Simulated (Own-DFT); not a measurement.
# Response to strain: diamond silicon, 64 atoms (Si64)

These are calculations, not measurements. They come from Own-DFT, an in-house plane-wave density functional program, since retired, whose code no person has reviewed. Each row is one single-point run on a periodic cell that was not relaxed, without spin or spin-orbit coupling.

Settings of every run: PBE; PseudoDojo norm-conserving scalar-relativistic files; cutoff 20 hartree; 3 x 3 x 3 k mesh centred on Gamma; Fermi-Dirac smearing of 0.1 eV.

Known limits: k mesh not checked against a denser one; stress not checked against mesh or cutoff.

Unstrained cell vectors in Å: (10.862, 0.000, 0.000); (0.000, 10.862, 0.000); (0.000, 0.000, 10.862). The unstrained cell has measured lattice constants (interpolated for alloys), not those of this functional. That, the random moves and any unrelaxed bonds set the pressure at no strain. Each run strains this cell uniformly, with the atoms carried along. Every atom was also moved at random, by a Gaussian of width 0.05 Å on each axis. Strain is the symmetric tensor, in per cent. Stress is positive in tension, and the pressure is minus a third of its trace.

```
run  e_xx (%)  e_yy (%)  e_zz (%)  e_yz (%)  e_xz (%)  e_xy (%)  s_xx (GPa)  s_yy (GPa)  s_zz (GPa)  s_yz (GPa)  s_xz (GPa)  s_xy (GPa)  P (GPa)  E (meV/atom)
  1      1.48     -0.03     -1.76     -0.57     -1.00      0.18       -1.24       -2.87       -4.32       -1.05       -2.72       -0.01     2.81           3.7
  2      0.50     -1.91      1.91      0.71     -0.95     -0.29       -1.95       -3.93       -0.52        1.69       -1.20       -0.82     2.13          12.3
  3     -1.83      0.11     -1.78     -1.71     -0.13      1.26       -7.10       -5.12       -7.06       -3.67        1.03        3.08     6.43          33.5
  4      1.94     -0.34      0.52      2.00      1.21      0.86        0.65       -1.55       -0.76        3.49        2.46        0.46     0.55           5.8
  5      1.69     -0.89      0.56      0.31      0.59      1.34       -0.23       -2.51       -1.30        1.07        1.83        3.08     1.35           0.0
  6      0.43      0.93      0.47     -1.89     -0.33      0.38       -1.13       -0.94       -1.14       -4.49       -0.65        0.09     1.07           9.8
  7     -1.74     -1.96      0.55     -0.83      1.68     -2.00       -6.78       -7.10       -4.76       -2.07        2.81       -5.22     6.21          45.0
  8     -1.30      0.33     -1.42      1.69      1.43      0.42       -5.80       -4.42       -5.96        3.93        3.50        0.42     5.39          39.6
  9     -0.06     -0.84      0.81     -0.08      1.38      0.25       -2.65       -3.24       -1.71        0.82        2.35        0.29     2.53           0.0
 10      1.77      0.94      0.47      1.44     -0.59      0.45        0.87        0.13       -0.25        2.70       -0.87        0.36    -0.25           6.6
 11     -0.45      1.41     -0.49     -0.51      1.90      1.92       -2.98       -1.11       -2.70       -0.78        3.97        3.23     2.26          16.0
 12     -0.32     -1.94      0.19     -0.98      0.39     -1.18       -4.35       -5.73       -3.95       -1.32        1.30       -2.89     4.68          20.4
 13     -0.23      1.35      0.38      0.51      1.35     -1.16       -1.83       -0.44       -1.35        1.44        2.98       -2.59     1.21           4.3
 14      0.91      0.87     -1.73      0.77      1.08     -0.75       -1.90       -1.94       -4.30        1.49        3.40       -1.42     2.71          18.0
 15     -1.45     -0.85     -0.59     -1.51     -1.63      0.21       -6.36       -5.78       -5.50       -3.32       -4.43        0.21     5.88          33.7
 16     -0.82      0.29      0.38      1.95     -0.79      1.08           ?           ?           ?           ?           ?           ?        ?             ?
```

E is the free energy for each atom above the lowest run shown.

## Worked fit

Each stress component was fitted by least squares to a constant and the strains of the runs shown, as fractions, with shears doubled. Shear strains stay in the fit of a normal stress only where such slopes are resolved. The slopes, in GPa:

| stress | at no strain | per e_xx | per e_yy | per e_zz | scatter |
|---|---|---|---|---|---|
| s_xx | -2.8 | 171 ± 4 | 65 ± 4 | 67 ± 5 | 0.17 |
| s_yy | -2.8 | 77 ± 5 | 155 ± 6 | 70 ± 6 | 0.22 |
| s_zz | -2.8 | 77 ± 4 | 69 ± 5 | 162 ± 5 | 0.19 |

Each shear stress against twice its own strain: yz 104 ± 8, xz 104 ± 12, xy 106 ± 8 GPa. These are stiffnesses along x, y and z of the frame in which the cell vectors are given, which need not be the crystal's axes. The atoms are held to the strained lattice; where symmetry lets them move under strain, relaxing them would lower some slopes. The table should be nearly symmetric about its diagonal, and what it lacks of that shows the noise. A ninth of its sum, 101 ± 2 GPa, estimates the bulk modulus near the mean pressure of these runs, 3.0 GPa, so it lies above the value at zero pressure.

## Withheld run

Question: what normal stresses and pressure should run 16 give?

The fit gives s_xx = -3.8, s_yy = -2.7, s_zz = -2.6 and P = 3.0 GPa. The calculation gave -3.70, -2.77, -2.63 and P = 3.04 GPa.
